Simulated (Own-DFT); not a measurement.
Simulation results for GaP (zincblende, strained, atoms displaced)

Computed with Own-DFT development build. A calculation, not a measurement: plane-wave PBE density functional theory by an unreviewed code, no spin, of a simulated periodic cell, stress positive in tension, free energy of the whole cell less one offset for each atom, forces on such cells passed a denser k mesh, this cell's mesh not checked; offsets are fitted by least squares, one for each functional and potential file, so energies compare only between cells with the same atoms and settings and are not formation energies; the far tail of each file's local potential was reset to the Coulomb form; each entry is a single point on an unrelaxed cell, so the pressure reflects the starting lattice, mostly measured values (interpolated for alloys), from which strain is counted, and rises with the displacements; printed positions are rounded, which can move forces by about a meV/angstrom; the program, named Own-DFT, is a retired in-house code; no spin-orbit coupling.

Settings shared by all entries: functional PBE; potential files PseudoDojo norm-conserving, scalar-relativistic, standard set; wave cutoff 42 hartree; occupations Fermi-Dirac; smearing width 0.1 eV; hardware one NVIDIA H100; k mesh 3 x 3 x 3 centred on Gamma.

```yaml
- entry: 1
  formula: GaP
  kind: "zincblende, strained, atoms displaced"
  structure:
    cell_angstrom: [[10.862, 0.0, 0.0], [0.0, 10.862, 0.0], [0.0, 0.0, 10.9361]]
    atoms_fractional:
      - [Ga, 0.99599, 0.00235, 0.00609]
      - [Ga, 0.99211, 0.25357, 0.24945]
      - [Ga, 0.25255, 0.99763, 0.24217]
      - [Ga, 0.24767, 0.26194, 0.99659]
      - [P, 0.12627, 0.13539, 0.12694]
      - [P, 0.12305, 0.37275, 0.38295]
      - [P, 0.3623, 0.13474, 0.36339]
      - [P, 0.37306, 0.37297, 0.11553]
      - [Ga, 0.00702, 0.00635, 0.51432]
      - [Ga, 0.99503, 0.25967, 0.76025]
      - [Ga, 0.25284, 0.00614, 0.75749]
      - [Ga, 0.24967, 0.25978, 0.49286]
      - [P, 0.12235, 0.12542, 0.61546]
      - [P, 0.11461, 0.35785, 0.86971]
      - [P, 0.36251, 0.13068, 0.88862]
      - [P, 0.37869, 0.3728, 0.63043]
      - [Ga, 0.99231, 0.49805, 0.00554]
      - [Ga, 0.00754, 0.74855, 0.25928]
      - [Ga, 0.23987, 0.5055, 0.25351]
      - [Ga, 0.24003, 0.75637, 0.00457]
      - [P, 0.11393, 0.62027, 0.12712]
      - [P, 0.12761, 0.87636, 0.37129]
      - [P, 0.38237, 0.62399, 0.37895]
      - [P, 0.393, 0.86826, 0.12055]
      - [Ga, 0.99596, 0.50432, 0.49069]
      - [Ga, 0.00889, 0.75893, 0.74826]
      - [Ga, 0.24421, 0.50194, 0.75161]
      - [Ga, 0.24287, 0.75202, 0.51262]
      - [P, 0.12917, 0.63508, 0.63109]
      - [P, 0.12759, 0.8749, 0.8703]
      - [P, 0.37021, 0.62477, 0.86786]
      - [P, 0.37748, 0.8685, 0.6347]
      - [Ga, 0.49378, 0.00677, 0.99649]
      - [Ga, 0.49617, 0.24084, 0.25583]
      - [Ga, 0.74847, 0.9918, 0.24501]
      - [Ga, 0.75029, 0.26411, 0.99668]
      - [P, 0.62663, 0.12193, 0.1229]
      - [P, 0.63314, 0.36387, 0.36525]
      - [P, 0.87318, 0.13173, 0.3851]
      - [P, 0.88473, 0.39055, 0.11886]
      - [Ga, 0.50302, 0.99699, 0.48091]
      - [Ga, 0.49737, 0.25682, 0.73212]
      - [Ga, 0.74861, 0.00371, 0.75327]
      - [Ga, 0.7453, 0.2465, 0.49999]
      - [P, 0.62709, 0.13537, 0.62382]
      - [P, 0.60506, 0.36466, 0.88798]
      - [P, 0.88416, 0.12761, 0.87592]
      - [P, 0.87932, 0.37094, 0.61872]
      - [Ga, 0.50058, 0.49963, 0.00425]
      - [Ga, 0.50006, 0.75089, 0.24965]
      - [Ga, 0.76082, 0.50135, 0.24966]
      - [Ga, 0.7437, 0.76386, 0.99051]
      - [P, 0.63429, 0.61771, 0.13644]
      - [P, 0.63822, 0.87193, 0.37798]
      - [P, 0.87049, 0.62589, 0.37262]
      - [P, 0.88221, 0.86417, 0.11652]
      - [Ga, 0.49666, 0.50242, 0.49338]
      - [Ga, 0.49632, 0.74883, 0.74303]
      - [Ga, 0.75709, 0.50087, 0.75184]
      - [Ga, 0.75038, 0.74975, 0.51944]
      - [P, 0.63395, 0.61196, 0.62914]
      - [P, 0.6358, 0.86305, 0.86459]
      - [P, 0.8778, 0.62397, 0.88536]
      - [P, 0.87407, 0.88765, 0.60624]
  results:
    "free_energy_of_cell_above_offsets [eV]": "-28.253"
    "pressure [GPa]": 4.68
    "stress_xx [GPa]": -5.06
    "stress_yy [GPa]": -4.87
    "stress_zz [GPa]": -4.11
    "stress_yz [GPa]": 1.17
    "stress_xz [GPa]": -1.37
    "stress_xy [GPa]": -0.44
    force_element: [Ga, Ga, Ga, Ga, P, P, P, P, Ga, Ga, Ga, Ga, P, P, P, P, Ga, Ga, Ga, Ga, P, P, P, P, Ga, Ga, Ga, Ga, P, P, P, P, Ga, Ga, Ga, Ga, P, P, P, P, Ga, Ga, Ga, Ga, P, P, P, P, Ga, Ga, Ga, Ga, P, P, P, P, Ga, Ga, Ga, Ga, P, P, P, P]
    "force_x [eV/angstrom]": [1.075, 0.238, -0.03, -0.682, -0.299, -0.646, 0.369, 0.005, -0.595, -1.376, -0.219, 0.475, 2.026, 2.195, 1.293, -2.025, 2.457, -0.943, 1.089, 0.836, 1.098, 0.302, -1.87, -2.001, 0.448, -1.831, -0.059, 1.408, -1.407, -0.334, 0.366, -0.488, 1.248, 0.828, 1.152, 0.45, 0.153, -0.747, 0.499, -2.359, -0.716, 0.86, 0.614, 0.579, -0.794, 1.318, -1.597, -0.484, -0.412, 1.303, -0.495, 1.488, -1.089, -0.914, 0.275, -0.452, 1.547, 1.235, 0.226, -0.162, -1.463, -2.718, -0.238, -0.01]
    "force_y [eV/angstrom]": [0.126, -0.162, -0.128, -0.544, -0.773, 1.11, -1.596, 0.794, -0.521, -2.224, -0.026, -0.945, 1.751, 3.907, -0.212, 1.943, 1.225, -0.13, -0.808, -0.929, 0.722, 0.466, 1.113, 0.659, 0.143, -0.305, -0.846, 0.544, -1.922, 1.205, 0.217, 2.167, -0.425, 0.946, 0.642, -1.15, 0.304, 1.204, -1.323, -3.073, 0.675, -1.658, 0.412, 0.941, -1.931, 0.693, -0.202, 0.663, 1.143, -0.845, -0.905, -2.668, 1.371, -0.714, 0.981, 0.623, -1.437, -1.445, -1.264, -0.769, 0.903, 2.236, 0.894, -0.846]
    "force_z [eV/angstrom]": [-0.286, 0.41, -0.435, 0.72, -0.19, -1.514, 1.362, 1.992, -3.191, -3.266, -0.852, 1.418, 2.502, 1.819, -1.938, -1.984, -2.54, -0.641, -0.082, -0.111, -0.181, 0.968, -0.607, -0.217, 1.195, -0.028, 0.108, -1.502, -0.517, 1.112, 1.489, -1.737, -0.317, -1.776, -0.065, 0.549, 0.012, 0.44, -1.419, 2.136, 1.278, 2.735, -0.598, 0.0, 0.175, -2.012, 0.302, 0.519, 0.163, 0.894, 0.248, 2.245, -1.618, -0.29, 0.953, 1.205, 0.631, 0.736, 0.98, -1.413, -0.428, -1.037, -1.428, 2.923]
    "wall_time [s]": 547.3
- entry: 2
  formula: GaP
  kind: "zincblende, strained, atoms displaced"
  structure:
    cell_angstrom: [[10.862, 0.0, 0.0], [0.0, 10.862, 0.0], [0.0, 0.0, 10.9361]]
    atoms_fractional:
      - [Ga, 0.9981, 0.9898, 0.97838]
      - [Ga, 0.00378, 0.25273, 0.24361]
      - [Ga, 0.24988, 0.99145, 0.24852]
      - [Ga, 0.25389, 0.26575, 0.01146]
      - [P, 0.13297, 0.12902, 0.13154]
      - [P, 0.1206, 0.37275, 0.37753]
      - [P, 0.37727, 0.12515, 0.3732]
      - [P, 0.36218, 0.3694, 0.11975]
      - [Ga, 0.00604, 0.00473, 0.51612]
      - [Ga, 0.01013, 0.24633, 0.75074]
      - [Ga, 0.25738, 0.99271, 0.75493]
      - [Ga, 0.2395, 0.24837, 0.51112]
      - [P, 0.12479, 0.11299, 0.63354]
      - [P, 0.10848, 0.37101, 0.8603]
      - [P, 0.37812, 0.12373, 0.88486]
      - [P, 0.37718, 0.38941, 0.61802]
      - [Ga, 0.00754, 0.50602, 0.01262]
      - [Ga, 0.00575, 0.75064, 0.24857]
      - [Ga, 0.26179, 0.5073, 0.25408]
      - [Ga, 0.24109, 0.75064, 0.99806]
      - [P, 0.12456, 0.62058, 0.13132]
      - [P, 0.13567, 0.88381, 0.37218]
      - [P, 0.36694, 0.61662, 0.378]
      - [P, 0.37644, 0.86384, 0.12399]
      - [Ga, 0.00919, 0.50853, 0.5135]
      - [Ga, 0.99618, 0.7405, 0.74769]
      - [Ga, 0.25035, 0.50001, 0.74625]
      - [Ga, 0.25673, 0.74878, 0.49299]
      - [P, 0.13341, 0.6386, 0.63711]
      - [P, 0.12435, 0.87222, 0.86629]
      - [P, 0.35953, 0.62918, 0.87147]
      - [P, 0.38712, 0.87331, 0.62155]
      - [Ga, 0.50107, 0.00641, 0.00284]
      - [Ga, 0.49528, 0.23272, 0.24183]
      - [Ga, 0.75899, 0.99156, 0.25121]
      - [Ga, 0.75019, 0.24572, 0.98862]
      - [P, 0.63553, 0.12865, 0.12426]
      - [P, 0.62652, 0.37714, 0.37959]
      - [P, 0.87647, 0.12515, 0.37383]
      - [P, 0.87783, 0.36772, 0.13049]
      - [Ga, 0.50493, 0.99913, 0.4858]
      - [Ga, 0.49788, 0.24774, 0.7553]
      - [Ga, 0.752, 0.00531, 0.75742]
      - [Ga, 0.75261, 0.2462, 0.48568]
      - [P, 0.62684, 0.12274, 0.63475]
      - [P, 0.61763, 0.36557, 0.87025]
      - [P, 0.87915, 0.12237, 0.87633]
      - [P, 0.87596, 0.37553, 0.62717]
      - [Ga, 0.50843, 0.49222, 0.99399]
      - [Ga, 0.50482, 0.74437, 0.24574]
      - [Ga, 0.74588, 0.501, 0.2408]
      - [Ga, 0.75344, 0.73601, 0.01294]
      - [P, 0.62416, 0.62472, 0.11239]
      - [P, 0.62492, 0.86451, 0.37718]
      - [P, 0.86502, 0.61759, 0.36167]
      - [P, 0.88346, 0.86489, 0.12197]
      - [Ga, 0.50006, 0.4997, 0.49633]
      - [Ga, 0.49777, 0.76772, 0.74375]
      - [Ga, 0.74891, 0.49932, 0.73989]
      - [Ga, 0.74251, 0.74434, 0.505]
      - [P, 0.63126, 0.62752, 0.62388]
      - [P, 0.62586, 0.87192, 0.87545]
      - [P, 0.87702, 0.62883, 0.87301]
      - [P, 0.88383, 0.8826, 0.6305]
  results:
    "free_energy_of_cell_above_offsets [eV]": "-29.081"
    "pressure [GPa]": 4.54
    "stress_xx [GPa]": -4.78
    "stress_yy [GPa]": -4.69
    "stress_zz [GPa]": -4.15
    "stress_yz [GPa]": -0.7
    "stress_xz [GPa]": -0.57
    "stress_xy [GPa]": -0.31
    force_element: [Ga, Ga, Ga, Ga, P, P, P, P, Ga, Ga, Ga, Ga, P, P, P, P, Ga, Ga, Ga, Ga, P, P, P, P, Ga, Ga, Ga, Ga, P, P, P, P, Ga, Ga, Ga, Ga, P, P, P, P, Ga, Ga, Ga, Ga, P, P, P, P, Ga, Ga, Ga, Ga, P, P, P, P, Ga, Ga, Ga, Ga, P, P, P, P]
    "force_x [eV/angstrom]": [0.454, 0.148, 1.396, -3.431, -0.572, 0.564, -1.082, 4.211, -0.85, -2.393, 0.595, 0.826, 1.603, 2.899, -1.195, -0.545, -1.456, -0.287, -2.004, 0.089, 1.324, -1.794, 2.465, -0.057, -0.673, -0.165, -0.43, -0.603, 0.131, 0.214, 1.964, -1.844, 0.713, 0.421, -0.258, 0.507, -0.15, -0.691, 1.088, -0.948, 0.105, -0.998, -0.137, -0.353, -0.148, 1.677, -0.083, 0.44, -1.895, -0.608, -0.354, 0.839, -1.094, 0.397, 1.507, -0.298, 0.922, 1.108, 0.194, 2.183, -2.088, 0.471, -0.582, -1.39]
    "force_y [eV/angstrom]": [0.497, -0.757, 1.215, -3.192, -0.856, 0.7, -0.387, 3.219, -0.745, -1.271, 0.256, 0.301, 1.298, 2.227, 0.738, -2.116, -1.352, -0.215, -2.159, -0.188, 0.87, -1.375, 1.438, 0.927, -0.199, 1.487, -0.422, 0.896, -0.755, -0.655, -0.266, 1.471, -1.19, 1.728, -0.038, 0.674, -1.096, -0.356, -0.779, 0.941, 0.482, -0.386, -0.89, 0.401, 0.366, 1.148, 0.77, -0.809, 0.525, -0.252, -1.002, 1.823, -1.459, 0.517, 1.33, 1.013, 0.589, -2.449, -0.273, 0.806, -0.468, 0.291, -1.391, -1.198]
    "force_z [eV/angstrom]": [2.223, 1.136, -0.854, -3.765, -1.327, 0.219, 0.579, 2.967, -2.487, -1.377, -0.171, -0.744, 0.695, 2.912, -0.588, 1.126, -1.622, 1.124, -1.076, 0.393, 0.233, 1.477, 0.205, -0.248, -0.881, 0.201, 0.476, 0.888, -1.821, 0.087, 0.18, -1.709, 0.376, 0.292, -0.111, 0.817, 0.114, -1.607, -0.153, -1.635, 1.24, -1.323, -0.279, 1.845, -1.626, 0.001, -0.604, -0.697, -0.037, 0.441, 0.041, -2.114, 1.569, -0.867, 1.808, -0.272, 0.012, 1.578, 1.257, -0.949, 0.823, 0.938, 0.857, -0.191]
    "wall_time [s]": 575.1
- entry: 3
  formula: GaP
  kind: "zincblende, strained, atoms displaced"
  structure:
    cell_angstrom: [[10.862, 0.0, 0.0], [0.0, 10.862, 0.0], [0.0, 0.0, 10.9361]]
    atoms_fractional:
      - [Ga, 0.99943, 0.00233, 0.0005]
      - [Ga, 0.99623, 0.2448, 0.24374]
      - [Ga, 0.24747, 0.00291, 0.24863]
      - [Ga, 0.24369, 0.25559, 0.98967]
      - [P, 0.12534, 0.11694, 0.12044]
      - [P, 0.12947, 0.36418, 0.37984]
      - [P, 0.37559, 0.12867, 0.37536]
      - [P, 0.37742, 0.39202, 0.12802]
      - [Ga, 0.9937, 0.99617, 0.5022]
      - [Ga, 0.99602, 0.24206, 0.7424]
      - [Ga, 0.24217, 0.00723, 0.75325]
      - [Ga, 0.24479, 0.24144, 0.48654]
      - [P, 0.12671, 0.12532, 0.63314]
      - [P, 0.11688, 0.37931, 0.86513]
      - [P, 0.37333, 0.12003, 0.89358]
      - [P, 0.37705, 0.38168, 0.62335]
      - [Ga, 0.00968, 0.50299, 0.98457]
      - [Ga, 0.00432, 0.74057, 0.25461]
      - [Ga, 0.25276, 0.49193, 0.25238]
      - [Ga, 0.23625, 0.73794, 0.00749]
      - [P, 0.12504, 0.61951, 0.13612]
      - [P, 0.11073, 0.86248, 0.38612]
      - [P, 0.37482, 0.62411, 0.35076]
      - [P, 0.37176, 0.88171, 0.12565]
      - [Ga, 0.9931, 0.5016, 0.51551]
      - [Ga, 0.00839, 0.76451, 0.74818]
      - [Ga, 0.24097, 0.50471, 0.74916]
      - [Ga, 0.26249, 0.76555, 0.5002]
      - [P, 0.12199, 0.6315, 0.61653]
      - [P, 0.11662, 0.87742, 0.86813]
      - [P, 0.37522, 0.61896, 0.87213]
      - [P, 0.37586, 0.88347, 0.62074]
      - [Ga, 0.50376, 0.99386, 0.99586]
      - [Ga, 0.49795, 0.24523, 0.24326]
      - [Ga, 0.75992, 0.9909, 0.23716]
      - [Ga, 0.73996, 0.24227, 0.00643]
      - [P, 0.61979, 0.13439, 0.12984]
      - [P, 0.62939, 0.37364, 0.36842]
      - [P, 0.86761, 0.12952, 0.3814]
      - [P, 0.88223, 0.37693, 0.12546]
      - [Ga, 0.48969, 0.00244, 0.49771]
      - [Ga, 0.4967, 0.25799, 0.75051]
      - [Ga, 0.74622, 0.99582, 0.74494]
      - [Ga, 0.7466, 0.25362, 0.50799]
      - [P, 0.62115, 0.12604, 0.64044]
      - [P, 0.61475, 0.37662, 0.86619]
      - [P, 0.87435, 0.13205, 0.87489]
      - [P, 0.88368, 0.37018, 0.61834]
      - [Ga, 0.49333, 0.49501, 0.98997]
      - [Ga, 0.50395, 0.73714, 0.24533]
      - [Ga, 0.74441, 0.51425, 0.23886]
      - [Ga, 0.75467, 0.75099, 0.00403]
      - [P, 0.6209, 0.61601, 0.13543]
      - [P, 0.62968, 0.87064, 0.38747]
      - [P, 0.88519, 0.61665, 0.37633]
      - [P, 0.88474, 0.87291, 0.13107]
      - [Ga, 0.50299, 0.5041, 0.48103]
      - [Ga, 0.5099, 0.74262, 0.75018]
      - [Ga, 0.74391, 0.49391, 0.75165]
      - [Ga, 0.75238, 0.74618, 0.49989]
      - [P, 0.62754, 0.62415, 0.63348]
      - [P, 0.63724, 0.88387, 0.88201]
      - [P, 0.8805, 0.63677, 0.88249]
      - [P, 0.87598, 0.86802, 0.61786]
  results:
    "free_energy_of_cell_above_offsets [eV]": "-29.015"
    "pressure [GPa]": 4.52
    "stress_xx [GPa]": -4.93
    "stress_yy [GPa]": -4.67
    "stress_zz [GPa]": -3.95
    "stress_yz [GPa]": 0.36
    "stress_xz [GPa]": 0.47
    "stress_xy [GPa]": 1.21
    force_element: [Ga, Ga, Ga, Ga, P, P, P, P, Ga, Ga, Ga, Ga, P, P, P, P, Ga, Ga, Ga, Ga, P, P, P, P, Ga, Ga, Ga, Ga, P, P, P, P, Ga, Ga, Ga, Ga, P, P, P, P, Ga, Ga, Ga, Ga, P, P, P, P, Ga, Ga, Ga, Ga, P, P, P, P, Ga, Ga, Ga, Ga, P, P, P, P]
    "force_x [eV/angstrom]": [-0.425, 0.36, -0.242, 0.147, 0.018, -1.669, 0.004, -0.135, 0.168, 0.037, 1.376, 0.904, -0.288, 0.756, -0.024, -0.745, -1.143, -0.446, -1.391, 1.277, -0.307, 1.614, -0.57, 0.472, 1.53, -1.459, 0.597, -0.794, 0.99, 1.638, -0.788, 0.273, -0.178, -0.795, -1.478, 1.128, 0.6, 0.023, 0.435, -0.935, 1.758, -1.339, 1.446, -0.641, -0.367, 1.393, -0.633, -1.776, 0.774, -0.133, 2.908, -0.45, -0.779, -0.793, -1.643, 0.371, -0.305, -0.961, 1.56, 0.267, 0.339, -0.752, -0.197, -0.584]
    "force_y [eV/angstrom]": [-0.221, -0.093, -0.716, 0.345, 1.417, 1.582, -0.665, -2.63, 0.994, 0.749, -0.626, 0.304, -0.165, -1.176, 0.796, -0.258, 0.347, 0.331, -0.125, 1.292, -0.888, 1.513, 0.486, -1.465, 0.053, -1.824, -0.085, -1.851, 0.425, 0.514, 1.372, -0.323, 0.499, 1.764, 1.334, 1.804, -2.865, -0.013, -0.752, 0.51, 0.341, -1.083, 0.273, -0.407, 0.149, -0.448, -1.014, -0.106, 0.534, 2.859, -2.8, -0.118, 1.598, 0.511, 0.205, -0.837, -0.06, 1.474, 0.47, -0.905, -0.563, -1.594, -0.85, 0.682]
    "force_z [eV/angstrom]": [-0.636, 0.815, 0.959, 1.276, 0.197, -1.124, -0.99, -1.022, -0.1, 0.714, 0.685, 2.464, -1.898, -0.451, -2.193, -0.86, 1.968, 0.044, 0.558, -0.85, -0.807, -0.849, 3.061, -0.233, -1.749, -1.048, -0.989, -1.075, 0.854, 1.976, 0.143, 2.16, 1.353, 1.1, 2.104, -0.945, -0.624, -0.008, -0.737, -1.019, 0.081, -0.095, 0.058, -0.408, -1.665, 1.793, 0.156, 1.674, 0.624, 0.321, 2.329, 0.901, -4.159, -1.807, -0.167, -1.005, 1.0, 0.789, 0.071, 0.103, -1.993, -0.455, -1.521, 1.147]
    "wall_time [s]": 628.2
- entry: 4
  formula: GaP
  kind: "zincblende, strained, atoms displaced"
  structure:
    cell_angstrom: [[10.862, 0.0, 0.0], [0.0, 10.862, 0.0], [0.0, 0.0, 10.9361]]
    atoms_fractional:
      - [Ga, 0.00389, 0.99577, 0.00014]
      - [Ga, 0.9927, 0.2395, 0.2449]
      - [Ga, 0.24283, 0.98992, 0.24526]
      - [Ga, 0.25909, 0.26358, 0.02042]
      - [P, 0.11799, 0.13334, 0.12603]
      - [P, 0.1177, 0.36725, 0.38717]
      - [P, 0.36416, 0.12923, 0.38719]
      - [P, 0.37551, 0.37926, 0.12142]
      - [Ga, 0.00183, 0.98351, 0.4986]
      - [Ga, 0.99676, 0.24523, 0.74567]
      - [Ga, 0.25073, 0.0102, 0.74864]
      - [Ga, 0.25284, 0.25262, 0.50847]
      - [P, 0.12743, 0.12655, 0.63905]
      - [P, 0.10943, 0.36881, 0.88219]
      - [P, 0.36461, 0.12788, 0.88073]
      - [P, 0.37961, 0.37619, 0.63244]
      - [Ga, 0.00607, 0.49662, 0.00336]
      - [Ga, 0.00327, 0.75382, 0.26706]
      - [Ga, 0.25158, 0.49477, 0.24124]
      - [Ga, 0.25126, 0.73887, 0.00485]
      - [P, 0.12961, 0.62562, 0.12226]
      - [P, 0.12015, 0.87193, 0.37663]
      - [P, 0.3694, 0.62274, 0.37184]
      - [P, 0.37446, 0.86982, 0.13135]
      - [Ga, 0.99619, 0.49775, 0.50281]
      - [Ga, 0.00099, 0.75287, 0.74794]
      - [Ga, 0.23728, 0.49901, 0.75021]
      - [Ga, 0.25305, 0.75492, 0.50304]
      - [P, 0.12715, 0.61599, 0.61665]
      - [P, 0.12698, 0.87511, 0.87091]
      - [P, 0.384, 0.63368, 0.8657]
      - [P, 0.36305, 0.89098, 0.62579]
      - [Ga, 0.49246, 0.99574, 0.00301]
      - [Ga, 0.49554, 0.25341, 0.25343]
      - [Ga, 0.74779, 0.00185, 0.25242]
      - [Ga, 0.75665, 0.24046, 0.00999]
      - [P, 0.63209, 0.12255, 0.12445]
      - [P, 0.63249, 0.36636, 0.37147]
      - [P, 0.88614, 0.12827, 0.38035]
      - [P, 0.88635, 0.36897, 0.15016]
      - [Ga, 0.51195, 0.99741, 0.48704]
      - [Ga, 0.51344, 0.2484, 0.7588]
      - [Ga, 0.75409, 0.009, 0.76102]
      - [Ga, 0.75105, 0.26607, 0.49146]
      - [P, 0.62103, 0.1354, 0.62134]
      - [P, 0.62513, 0.37569, 0.8809]
      - [P, 0.87521, 0.13155, 0.87806]
      - [P, 0.87279, 0.37218, 0.63743]
      - [Ga, 0.49488, 0.50008, 0.00473]
      - [Ga, 0.50492, 0.74845, 0.2403]
      - [Ga, 0.75015, 0.50624, 0.24546]
      - [Ga, 0.75389, 0.75106, 0.99881]
      - [P, 0.63241, 0.62411, 0.12462]
      - [P, 0.61254, 0.87245, 0.37348]
      - [P, 0.87279, 0.61996, 0.36937]
      - [P, 0.87631, 0.87876, 0.13258]
      - [Ga, 0.49809, 0.51185, 0.50379]
      - [Ga, 0.496, 0.73971, 0.75233]
      - [Ga, 0.75782, 0.50344, 0.75377]
      - [Ga, 0.74925, 0.75126, 0.49957]
      - [P, 0.63319, 0.61752, 0.62636]
      - [P, 0.61399, 0.88375, 0.88287]
      - [P, 0.86165, 0.63137, 0.88134]
      - [P, 0.87027, 0.8788, 0.62873]
  results:
    "free_energy_of_cell_above_offsets [eV]": "-29.444"
    "pressure [GPa]": 4.37
    "stress_xx [GPa]": -4.51
    "stress_yy [GPa]": -4.56
    "stress_zz [GPa]": -4.03
    "stress_yz [GPa]": -0.82
    "stress_xz [GPa]": 0.28
    "stress_xy [GPa]": 0.66
    force_element: [Ga, Ga, Ga, Ga, P, P, P, P, Ga, Ga, Ga, Ga, P, P, P, P, Ga, Ga, Ga, Ga, P, P, P, P, Ga, Ga, Ga, Ga, P, P, P, P, Ga, Ga, Ga, Ga, P, P, P, P, Ga, Ga, Ga, Ga, P, P, P, P, Ga, Ga, Ga, Ga, P, P, P, P, Ga, Ga, Ga, Ga, P, P, P, P]
    "force_x [eV/angstrom]": [-0.263, 1.838, 0.024, -2.516, 1.545, 0.595, 0.982, 1.724, -0.426, 0.035, -0.256, -0.599, -0.775, 1.84, 1.136, -0.029, -1.54, -1.028, -1.121, 0.645, -1.089, 1.838, 0.65, -0.383, -0.489, -0.149, 0.92, -0.132, -0.556, 0.44, -2.792, 2.131, -0.436, 0.163, 0.413, 0.057, -1.897, -1.85, -1.415, -2.072, -2.118, -1.615, -1.305, 1.258, 1.281, 0.957, 0.788, 0.062, 0.972, -0.56, -0.01, -1.181, -0.844, 2.264, 0.236, 0.236, -0.017, 2.006, -0.884, -0.049, -0.475, 1.301, 2.628, -0.097]
    "force_y [eV/angstrom]": [0.386, -0.391, 1.481, -2.28, -1.375, 0.099, -1.154, 0.794, 2.021, 0.105, -0.564, 0.531, -0.103, -0.019, 0.562, 0.204, 0.565, -1.165, 0.095, 1.365, -0.298, 0.174, 0.567, 0.131, -0.378, -0.727, -0.646, -0.365, 1.549, -0.26, -2.732, -1.466, 1.218, -1.009, 0.067, 1.85, -0.142, 2.737, -1.11, 2.265, 1.824, 0.065, -0.184, -1.998, -1.113, 0.202, -0.756, 0.606, 0.795, -0.778, -1.448, 1.714, 0.194, -1.035, 0.695, -0.648, -1.384, 2.914, -0.666, -0.074, 1.138, -1.363, -0.949, -0.334]
    "force_z [eV/angstrom]": [-0.181, 2.476, 0.614, -2.676, -0.618, -1.503, -1.867, 1.989, 1.118, 0.813, 1.428, 0.81, -2.259, -0.593, 0.565, 0.213, 0.611, -2.111, 1.63, -1.337, 1.147, 0.433, -0.205, -0.809, -0.111, -0.031, 0.652, -0.1, 0.564, 0.596, 2.515, -0.64, 0.468, -0.011, 0.825, -0.077, 0.534, -0.932, 0.623, -3.289, 2.138, -0.035, -0.826, 1.794, -0.379, 0.694, 0.322, -1.345, -1.223, 0.952, 0.577, 0.962, -0.759, -0.938, 1.229, -0.24, -0.441, -2.195, 0.558, -0.101, -0.025, -1.233, -0.771, 0.011]
    "wall_time [s]": 523.3
```
